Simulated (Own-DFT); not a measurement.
# Shaking the atoms of 3C SiC, 64 atoms (C32Si32)

Calculated results; nothing here was measured. The program, named Own-DFT, is a retired in-house plane-wave density functional code that no person has reviewed. Each row is one single-point run on a periodic cell that was not relaxed, without spin or spin-orbit coupling.

Settings of every run: PBE; PseudoDojo norm-conserving scalar-relativistic files; cutoff 42 hartree; 4 x 4 x 4 k mesh centred on Gamma; Fermi-Dirac smearing of 0.1 eV.

Known limits, some of them of some rows only: some atoms lie very close together; forces on such cells passed a denser k mesh, each cell not checked; stress not checked against mesh or cutoff.

Cell vectors in Å: (8.719, 0.000, 0.000); (0.000, 8.719, 0.000); (0.000, 0.000, 8.719). In each run every atom was moved at random and independently from its ideal site; u is the rms move along one axis. E is the free energy for each atom above the fitted value at u = 0, and F the rms of the force components.

```
run   u (Å)  E (meV/atom)  F (eV/Å)  largest force (eV/Å)  P (GPa)
  1  0.0274          30.0     0.754                  2.36     3.66
  2  0.0314          41.6     0.915                  3.25     3.89
  3  0.0588             ?         ?                     ?        ?
  4  0.0596         142.5     1.871                  7.29     6.51
  5  0.0883         314.3     3.061                 15.25    10.78
  6  0.0971         394.1     3.496                 19.08    12.84
  7  0.1499         875.2     5.608                 25.36    24.45
```

## Worked fit

For small independent moves the energy grows as E = (3/2) K u², with K the mean stiffness felt by one atom. The runs with u up to 0.11 Å give K = 27.2 ± 0.4 eV/Å², with residuals divided by u² + 0.0006 Å², since the noise grows with the moves. The scatter is 2.7 meV/atom at u = 0.05 Å. The forces follow F = G u with G = 31.9 eV/Å²; no force at u = 0 is resolved. G exceeds K because the moves of its neighbours add to the force on an atom, and stiffness differs between atoms. At u = 0.150 Å the parabola gives 918 meV/atom and the run 875. The pressure follows P = 2.84 + 1043 u² GPa: at fixed volume, shortened bonds push harder than stretched ones pull.

## Withheld run

Question: what energy and rms force should run 3 give?

The fit gives 141 ± 4 meV/atom and about 1.88 eV/Å. The calculation gave 135.8 meV/atom and 1.751 eV/Å.
